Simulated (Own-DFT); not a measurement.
# Point defects and the pressure they add: zincblende InP

No measurement is shown. These are fixed-geometry runs of a retired plane-wave code named Own-DFT, which no person has reviewed; spin and spin-orbit coupling are neglected.

Method: PBE; PseudoDojo norm-conserving scalar-relativistic files; cutoff 36 hartree; 3 x 3 x 3 k mesh centred on Gamma; Fermi-Dirac smearing of 0.1 eV.

Keep in mind (not all hold for every row): not probed for a lower state with spin; forces on such cells moved up to 12 meV/angstrom on a denser k mesh; stress not checked against mesh or cutoff.

All runs share one cell, with vectors in Å (11.737, 0.000, 0.000); (0.000, 11.737, 0.000); (0.000, 0.000, 11.737) and a volume of 1617.0 Å³. u is the rms random offset of the atoms per axis. The defect's site can differ from row to row.

| cell | formula | u (Å) | P (GPa) |
|---|---|---|---|
| no defect | In32P32 | 0.0198 | 3.20 |
| no defect | In32P32 | 0.0225 | 3.22 |
| no defect | In32P32 | 0.0523 | 3.57 |
| one In on a P site | In33P31 | 0.0283 | 4.18 |
| one In on a P site | In33P31 | 0.0285 | ? |
| one In on a P site | In33P31 | 0.0310 | 4.16 |
| one In on a P site | In33P31 | 0.0311 | 4.15 |
| two P vacancies | In32P30 | 0.0280 | 2.94 |
| two P vacancies | In32P30 | 0.0296 | 2.96 |
| two P vacancies | In32P30 | 0.0298 | 2.93 |
| one P on an In site | In31P33 | 0.0286 | 3.09 |
| one P on an In site | In31P33 | 0.0316 | 3.13 |
| one P on an In site | In31P33 | 0.0507 | 3.41 |
| one In on a P site and one P on an In site | In32P32 | 0.0274 | 3.61 |
| one In on a P site and one P on an In site | In32P32 | 0.0286 | 3.61 |
| one In on a P site and one P on an In site | In32P32 | 0.0455 | 3.82 |

## Worked fit

P = P0 + c u² + a shift for each defect gives P0 = 3.13 GPa, c = 165 ± 8 GPa/Å² and a scatter of 0.02 GPa. The shifts, and each times the cell's volume:

- one In on a P site: 0.89 ± 0.02 GPa, 9.0 eV
- one In on a P site and one P on an In site: 0.36 ± 0.02 GPa, 3.6 eV
- one P on an In site: -0.16 ± 0.02 GPa, -1.6 eV
- two P vacancies: -0.32 ± 0.02 GPa, -3.2 eV (-1.6 eV for each of its 2 sites)

Positive is outwards. The product with the volume (160.2 GPa Å³ to the eV) is nearly free of the cell's size; divided by the bulk modulus at the cell's pressure it gives the volume that the defect adds. The atoms around the defects weren't relaxed, which would change these numbers.

## Test on the hidden row

The question: what pressure belongs in the blank (one In on a P site, u = 0.0285 Å)?

From the fit: 4.15 ± 0.02 GPa. The calculation gave 4.14 GPa.
